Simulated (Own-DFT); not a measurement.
# How strain changes the stress of grey tin, 32 atoms (Sn32)

These are calculations, not measurements. The program, named Own-DFT, is a retired in-house plane-wave density functional code that no person has reviewed. Each row is one single-point run on a periodic cell that was not relaxed, without spin or spin-orbit coupling.

Settings of every run: PBE; PseudoDojo norm-conserving scalar-relativistic files; cutoff 42 hartree; 3 x 3 x 5 k mesh centred on Gamma; cold (Marzari-Vanderbilt) smearing of 0.2 eV.

Known limits: forces on such cells failed a check on a denser k mesh; stress not checked against mesh or cutoff.

Unstrained cell vectors in Å: (12.978, 0.000, 0.000); (0.000, 12.978, 0.000); (0.000, 0.000, 6.489). The unstrained cell has measured lattice constants (interpolated for alloys), not those of this functional. That, the random moves and any unrelaxed bonds set the pressure at no strain. Each run strains this cell uniformly, with the atoms carried along. Every atom was also moved at random, by a Gaussian of width 0.05 Å on each axis. Strain is the symmetric tensor, in per cent. Stress is positive in tension, and the pressure is minus a third of its trace.

| run | e_xx (%) | e_yy (%) | e_zz (%) | s_xx (GPa) | s_yy (GPa) | s_zz (GPa) | P (GPa) | E (meV/atom) |
|---|---|---|---|---|---|---|---|---|
| 1 | -0.25 | -0.25 | 0.00 | -3.88 | -3.87 | -3.73 | 3.83 | 24.2 |
| 2 | 2.00 | 2.00 | 0.00 | -1.61 | -1.60 | -2.03 | 1.75 | 7.0 |
| 3 | 1.50 | 1.50 | 0.00 | -1.95 | -1.99 | -2.32 | 2.09 | 0.0 |
| 4 | -2.25 | -2.25 | 0.00 | -6.60 | -6.53 | -5.77 | 6.30 | 78.0 |
| 5 | -3.00 | -3.00 | 0.00 | -7.48 | -7.57 | -6.56 | 7.21 | 90.0 |
| 6 | -0.75 | -0.75 | 0.00 | -4.49 | -4.49 | -4.34 | 4.44 | 40.8 |
| 7 | 0.50 | 0.50 | 0.00 | -3.15 | -3.12 | -3.24 | 3.17 | 24.8 |
| 8 | -1.75 | -1.75 | 0.00 | ? | ? | ? | ? | ? |

E is the free energy for each atom above the lowest run shown.

## Worked fit

The change of volume is close to e_xx + e_yy + e_zz. A straight line through the runs shown gives P = 3.77 - 56 x (fractional change of volume) GPa, with an error of 2 on the slope and a scatter of 0.18 GPa. The strain isn't the same on all axes, but the crystal is cubic, so the slope still estimates the bulk modulus, averaged over pressures from 1.7 to 7.2 GPa.

## Withheld run

Question: what pressure should run 8 give? Its volume changes by -3.47 %.

The line gives 5.7 GPa. The calculation gave 5.51 GPa.
